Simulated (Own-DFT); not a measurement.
# Strain and stress in wurtzite GaN, 72 atoms (Ga36N36)

All numbers below are calculated, not measured. They come from Own-DFT, an in-house plane-wave density functional program, since retired, whose code no person has reviewed. Each row is one single-point run on a periodic cell that was not relaxed, without spin or spin-orbit coupling.

Settings of every run: PBE; PseudoDojo norm-conserving scalar-relativistic files (stringent for Ga); cutoff 96 hartree; 4 x 4 x 3 k mesh centred on Gamma; Gaussian smearing of 0.01 eV.

Known limits: forces not confirmed at this smearing and k mesh; stress not checked against mesh or cutoff.

Unstrained cell vectors in Å: (9.567, 0.000, 0.000); (-4.784, 8.285, 0.000); (0.000, 0.000, 10.370). The unstrained cell has measured lattice constants (interpolated for alloys), not those of this functional. That, the random moves and any unrelaxed bonds set the pressure at no strain. Each run strains this cell uniformly, with the atoms carried along. Every atom was also moved at random, by a Gaussian of width 0.05 Å on each axis. Strain is the symmetric tensor, in per cent. Stress is positive in tension, and the pressure is minus a third of its trace.

| run | e_xx (%) | e_yy (%) | e_zz (%) | s_xx (GPa) | s_yy (GPa) | s_zz (GPa) | P (GPa) | E (meV/atom) |
|---|---|---|---|---|---|---|---|---|
| 1 | 0.00 | 0.00 | 2.75 | -4.10 | -5.61 | 3.50 | 2.07 | 16.4 |
| 2 | 0.00 | 0.00 | -0.50 | -8.19 | -6.22 | -9.39 | 7.93 | 12.8 |
| 3 | 0.00 | 0.00 | -0.25 | -6.90 | -5.75 | -8.93 | 7.20 | 6.1 |
| 4 | 0.00 | 0.00 | 1.75 | -6.26 | -6.24 | 0.99 | 3.84 | 10.6 |
| 5 | 0.00 | 0.00 | 2.75 | -3.80 | -5.44 | 3.51 | 1.91 | 11.5 |
| 6 | 0.00 | 0.00 | -0.25 | -6.35 | -5.57 | -8.97 | 6.96 | 0.0 |
| 7 | 0.00 | 0.00 | -1.25 | -8.94 | -7.92 | -13.87 | 10.24 | 42.5 |
| 8 | 0.00 | 0.00 | 1.75 | -4.97 | -6.55 | 0.55 | 3.66 | 7.2 |
| 9 | 0.00 | 0.00 | -0.50 | -6.69 | -7.58 | -8.57 | 7.62 | 5.2 |
| 10 | 0.00 | 0.00 | -1.25 | -7.34 | -5.67 | -15.79 | 9.60 | 23.7 |
| 11 | 0.00 | 0.00 | 0.75 | ? | ? | ? | ? | ? |

E is the free energy for each atom above the lowest run shown.

## Worked fit

The change of volume is close to e_xx + e_yy + e_zz. A straight line through the runs shown gives P = 7.05 - 189 x (fractional change of volume) GPa, with an error of 9 on the slope and a scatter of 0.41 GPa. The strain isn't the same on all axes and the cell isn't cubic, so the slope belongs to this path and is not the bulk modulus.

## Withheld run

Question: what pressure should run 11 give? Its volume changes by 0.75 %.

The line gives 5.6 GPa. The calculation gave 5.30 GPa.
